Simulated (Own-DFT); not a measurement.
# Response to strain: 4H SiC, 72 atoms (C36Si36)

Calculated results; nothing here was measured. They come from Own-DFT, an in-house plane-wave density functional program, since retired, whose code no person has reviewed. Each row is one single-point run on a periodic cell that was not relaxed, without spin or spin-orbit coupling.

Settings of every run: PBE; PseudoDojo norm-conserving scalar-relativistic files; cutoff 42 hartree; 4 x 4 x 3 k mesh centred on Gamma; Fermi-Dirac smearing of 0.1 eV.

Known limits: forces on such cells passed a denser k mesh, each cell not checked; stress not checked against mesh or cutoff.

Unstrained cell vectors in Å: (9.248, 0.000, 0.000); (-4.624, 8.009, 0.000); (0.000, 0.000, 10.068). The unstrained cell has measured lattice constants (interpolated for alloys), not those of this functional. That, the random moves and any unrelaxed bonds set the pressure at no strain. Each run strains this cell uniformly, with the atoms carried along. Every atom was also moved at random, by a Gaussian of width 0.05 Å on each axis. Strain is the symmetric tensor, in per cent. Stress is positive in tension, and the pressure is minus a third of its trace.

| run | e_xx (%) | e_yy (%) | e_zz (%) | e_yz (%) | e_xz (%) | e_xy (%) | s_xx (GPa) | s_yy (GPa) | s_zz (GPa) | s_yz (GPa) | s_xz (GPa) | s_xy (GPa) | P (GPa) | E (meV/atom) |
|---|---|---|---|---|---|---|---|---|---|---|---|---|---|---|
| 1 | -0.60 | -0.40 | 1.64 | 0.55 | -1.82 | -0.98 | -8.27 | -6.40 | 2.97 | 0.48 | -6.17 | -5.27 | 3.90 | 9.6 |
| 2 | -1.91 | 0.32 | 1.83 | -1.62 | -1.51 | 0.47 | -16.32 | -2.52 | 3.14 | -5.33 | -5.18 | 3.30 | 5.23 | 21.1 |
| 3 | 1.07 | 0.26 | 0.00 | 1.21 | -0.43 | 1.37 | 2.49 | -1.24 | -8.47 | 2.47 | -1.30 | 5.90 | 2.41 | 12.5 |
| 4 | 1.65 | 0.40 | 0.23 | -0.69 | 0.40 | -0.32 | 5.36 | -3.53 | -2.67 | -2.40 | 1.93 | -1.12 | 0.28 | 0.0 |
| 5 | 1.15 | -0.48 | 1.68 | -1.40 | 1.32 | 0.50 | 1.28 | -4.15 | 2.93 | -3.75 | 3.86 | 1.36 | -0.02 | 5.9 |
| 6 | -0.68 | 1.32 | -1.99 | 1.46 | -0.81 | 1.37 | -7.60 | 0.87 | -19.38 | 5.97 | -1.67 | 4.33 | 8.70 | 30.6 |
| 7 | 1.50 | 0.47 | -0.34 | 0.58 | -1.47 | 1.42 | 2.63 | -1.30 | -7.70 | 2.54 | -5.53 | 7.50 | 2.13 | 14.4 |
| 8 | -1.90 | 1.75 | 0.29 | -0.64 | -1.72 | -1.09 | -15.27 | 3.54 | -3.94 | -1.86 | -6.09 | -4.41 | 5.22 | 17.3 |
| 9 | 1.82 | -0.37 | -1.64 | 0.94 | 0.96 | -1.35 | 2.72 | -6.31 | -15.57 | 2.82 | 3.88 | -5.86 | 6.39 | 34.2 |
| 10 | 0.49 | 0.20 | 1.89 | -0.18 | -0.99 | 0.35 | -1.04 | -3.16 | 5.27 | -0.22 | -1.66 | 1.14 | -0.35 | 0.8 |
| 11 | -1.25 | -0.53 | -0.51 | 1.66 | 1.82 | -0.78 | -12.33 | -9.21 | -9.84 | 4.99 | 5.91 | -4.09 | 10.46 | 16.9 |
| 12 | -1.06 | -1.84 | -0.69 | -1.87 | -1.57 | -1.00 | -12.29 | -19.08 | -13.15 | -6.57 | -5.06 | -4.90 | 14.84 | 60.3 |
| 13 | -0.60 | -1.00 | 0.36 | 0.71 | 1.48 | 1.62 | -12.34 | -9.25 | -5.45 | 2.26 | 4.75 | 9.44 | 9.01 | 44.6 |
| 14 | -0.65 | 1.51 | 0.95 | -1.10 | 0.07 | 1.05 | -7.58 | 3.66 | -1.64 | -3.21 | -0.22 | 4.65 | 1.86 | 21.4 |
| 15 | 1.50 | 0.32 | -1.93 | 1.24 | -1.00 | -0.64 | 3.85 | -1.20 | -19.02 | 3.96 | -3.63 | -2.33 | 5.46 | 4.2 |
| 16 | -0.86 | -1.32 | 1.01 | 1.61 | -0.55 | 0.01 | -10.41 | -12.72 | -1.19 | 4.34 | -2.68 | 1.28 | 8.11 | 22.1 |
| 17 | 0.46 | 0.37 | -0.38 | -0.01 | 0.21 | 0.53 | ? | ? | ? | ? | ? | ? | ? | ? |

E is the free energy for each atom above the lowest run shown.

## Worked fit

Each stress component was fitted by least squares to a constant and the strains of the runs shown, as fractions, with shears doubled. Shear strains stay in the fit of a normal stress only where such slopes are resolved. The slopes, in GPa:

```
stress  at no strain  per e_xx  per e_yy  per e_zz  scatter
  s_xx          -5.3  577 ± 26   92 ± 33   22 ± 27     1.28
  s_yy          -4.8   90 ± 29  582 ± 36   65 ± 29     1.39
  s_zz          -6.9   42 ± 24   47 ± 30  616 ± 24     1.15
```

Each shear stress against twice its own strain: yz 149 ± 8, xz 166 ± 9, xy 234 ± 17 GPa. These are stiffnesses along x, y and z of the frame in which the cell vectors are given, which need not be the crystal's axes. The atoms are held to the strained lattice; where symmetry lets them move under strain, relaxing them would lower some slopes. The table should be nearly symmetric about its diagonal, and what it lacks of that shows the noise. A ninth of its sum, 237 ± 5 GPa, estimates the bulk modulus near the mean pressure of these runs, 5.2 GPa, so it lies above the value at zero pressure.

## Withheld run

Question: what normal stresses and pressure should run 17 give?

The fit gives s_xx = -2.4, s_yy = -2.5, s_zz = -8.9 and P = 4.6 GPa. The calculation gave -2.67, -2.60, -8.13 and P = 4.47 GPa.
